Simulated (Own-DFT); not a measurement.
## Calculated data, AlGa$_{3}$N$_{4}$ (wurtzite random alloy, strained, atoms displaced)

All values are calculated (Own-DFT development build). A calculation, not a measurement: plane-wave PBE density functional theory by an unreviewed code, no spin, of a simulated periodic cell, stress positive in tension, free energy of the whole cell less one offset for each atom, forces on such cells passed a denser k mesh, this cell's mesh not checked; offsets are fitted by least squares, one for each functional and potential file, so energies compare only between cells with the same atoms and settings and are not formation energies; the far tail of each file's local potential was reset to the Coulomb form; each entry is a single point on an unrelaxed cell, so the pressure reflects the starting lattice, mostly measured values, from which strain is counted, and rises with the displacements; printed positions are rounded, which can move forces by about a meV/angstrom; the program is a retired in-house code; no spin-orbit coupling.

```xyz
72
Lattice="9.2953 0.0000 0.0000 -4.6476 8.0500 0.0000 0.0000 0.0000 10.2685" Properties=species:S:1:pos:R:3:force_x:R:1:force_y:R:1:force_z:R:1 formula=AlGa3N4 functional=PBE potential_files=PseudoDojo_norm-conserving,scalar-relativistic,standard_set_with_the_stringent_files_for_Ga wave_cutoff=96 occupations=Gaussian smearing_width=0.01 k_mesh=4_x_4_x_3_centred_on_Gamma free_energy_of_cell_above_offsets=-5.086 pressure=17.77 stress_xx=-17.97 stress_yy=-22.63 stress_zz=-12.72 stress_yz=-0.12 stress_xz=-0.68 stress_xy=-0.55
Al     0.0108     1.8190     0.0179      0.166      0.682      0.281
Ga     1.5821     0.8265     2.5896     -1.197      0.779      0.087
N      0.0591     1.8220     1.9837     -2.226     -2.287     -1.647
N      1.5565     0.9046     4.5113      1.238     -0.428      0.045
Ga     0.1178     1.7671     5.2357     -2.196      1.254     -1.762
Ga     1.6012     0.9500     7.7039     -2.607     -0.999      1.464
N     -0.0633     1.7526     7.0696      1.568      1.559      0.863
N      1.5474     0.9073     9.6551      0.379      0.168      0.183
Ga    -1.6296     4.4460     0.0209        2.3     -0.369      1.321
Ga     0.0059     3.5605     2.5617     -0.966      0.659      -0.52
N     -1.5722     4.5169     1.9352      0.294     -0.186      0.166
N      0.0198     3.5822     4.4016     -1.111      0.306      3.247
Al    -1.5844     4.5452     5.1435      0.669     -1.102     -0.735
Ga    -0.0749     3.6464     7.6736      3.135      -1.69      1.361
N     -1.5058     4.5287     7.1339     -2.876     -1.388     -3.549
N      0.0452     3.6674     9.6285     -1.163     -2.447      0.082
Al    -3.1014     7.2207     0.0474     -0.369     -1.607     -1.387
Al    -1.5033     6.2451     2.5703     -0.514      0.328     -0.249
N     -3.0579     7.1616     1.8756      0.139     -1.344      0.988
N     -1.5211     6.3196     4.4796     -0.979     -1.695     -0.596
Ga    -3.0947     7.1583     5.1281      0.541      0.303      0.348
Ga    -1.5543     6.1749     7.7760     -0.375       3.42     -0.273
N     -3.1338     7.2409     7.0509      1.526     -1.227      0.069
N     -1.5024     6.1391     9.6393     -1.755      3.313      0.409
Al     3.1232     1.7694    10.2474     -0.599      0.357      1.304
Ga     4.6041     0.7633     2.5651     -0.677      5.029      0.493
N      2.9867     1.8156     1.9542      2.204      -0.67     -1.863
N      4.5950     0.8309     4.4600     -0.234      1.492      1.683
Al     3.0505     1.7262     5.1641      1.552      1.367     -0.738
Al     4.6355     0.8534     7.6762       0.05      0.473       0.52
N      3.0437     1.8207     7.0975       2.96     -1.341     -2.121
N      4.6690     0.8839     9.6641      -1.11      0.753     -2.259
Ga     1.5448     4.5459     0.0425      0.473     -2.724      0.779
Ga     3.0484     3.5675     2.5762      0.879      0.623     -1.166
N      1.4904     4.5105     1.9678       1.31      1.415      0.102
N      3.2091     3.5685     4.4332     -1.428       -1.3      1.738
Ga     1.5981     4.4383     5.0785     -0.341      0.271      0.517
Ga     3.1022     3.5187     7.7471     -0.133      2.367      0.046
N      1.5889     4.4808     7.0762     -0.356      -0.13      -0.81
N      3.1542     3.5377     9.6477     -1.471     -1.148     -0.121
Ga    -0.0303     7.1878    10.2265      1.387     -1.968      1.271
Al     1.6066     6.3115     2.6193     -1.318     -1.034     -0.671
N      0.0331     7.1959     2.0062     -0.017     -4.703     -1.884
N      1.5355     6.3008     4.4919      0.836     -0.573     -0.379
Ga    -0.0233     7.1427     5.1748      0.641     -0.109     -1.071
Ga     1.5708     6.3367     7.6380      0.436     -1.807      2.038
N      0.0054     7.1188     7.0097     -0.856      1.626      2.036
N      1.6186     6.1779     9.6990     -0.632      4.557     -1.904
Ga     6.2182     1.8257    10.2206     -0.143     -1.551      1.565
Al     7.7033     0.8318     2.6227       0.57       1.67      -0.76
N      6.0561     1.8025     1.8875      2.326     -0.937      0.878
N      7.8512     0.8364     4.5129     -1.338      0.642     -0.434
Ga     6.1767     1.6951     5.1660      0.566      1.534     -1.208
Ga     7.6952     0.9787     7.6844       1.02     -2.135      1.462
N      6.2090     1.8400     7.1063     -2.587     -0.325     -0.532
N      7.7583     0.8702     9.6671      0.782      2.422     -0.824
Ga     4.5963     4.4780    10.2119      1.332      1.184      0.888
Ga     6.1477     3.5942     2.5648       0.63     -0.404     -0.673
N      4.7060     4.5337     1.8487     -1.801      -0.85       0.49
N      6.1635     3.6971     4.4094      1.317      -1.18      2.627
Ga     4.6232     4.5816     5.1100      0.806     -2.772      0.426
Ga     6.1217     3.6529     7.7459      1.839     -0.913     -0.038
N      4.6837     4.4853     7.0261     -1.472     -0.266     -0.088
N      6.2401     3.5403     9.6546     -1.879      1.126     -1.493
Ga     3.1474     7.2531     0.0938     -1.335     -1.981     -1.587
Ga     4.5590     6.2307     2.5879      2.702      0.048      0.179
N      3.1255     7.0999     1.9127     -1.748      2.026      2.041
N      4.6540     6.2840     4.5506      0.141      1.035      -1.68
Ga     3.1308     7.0988     5.2094     -1.088      1.168     -0.471
Ga     4.6774     6.2468     7.6116     -0.397      0.951       2.47
N      3.1407     7.1607     7.0885     -0.585      0.994     -0.176
N      4.5534     6.3089     9.6375      3.165     -0.309     -0.798
```

Units: wave_cutoff in hartree; smearing_width, free_energy_of_cell_above_offsets in eV; pressure, stress_xx, stress_yy, stress_zz, stress_yz, stress_xz, stress_xy in GPa; force_x, force_y, force_z in eV/Å.
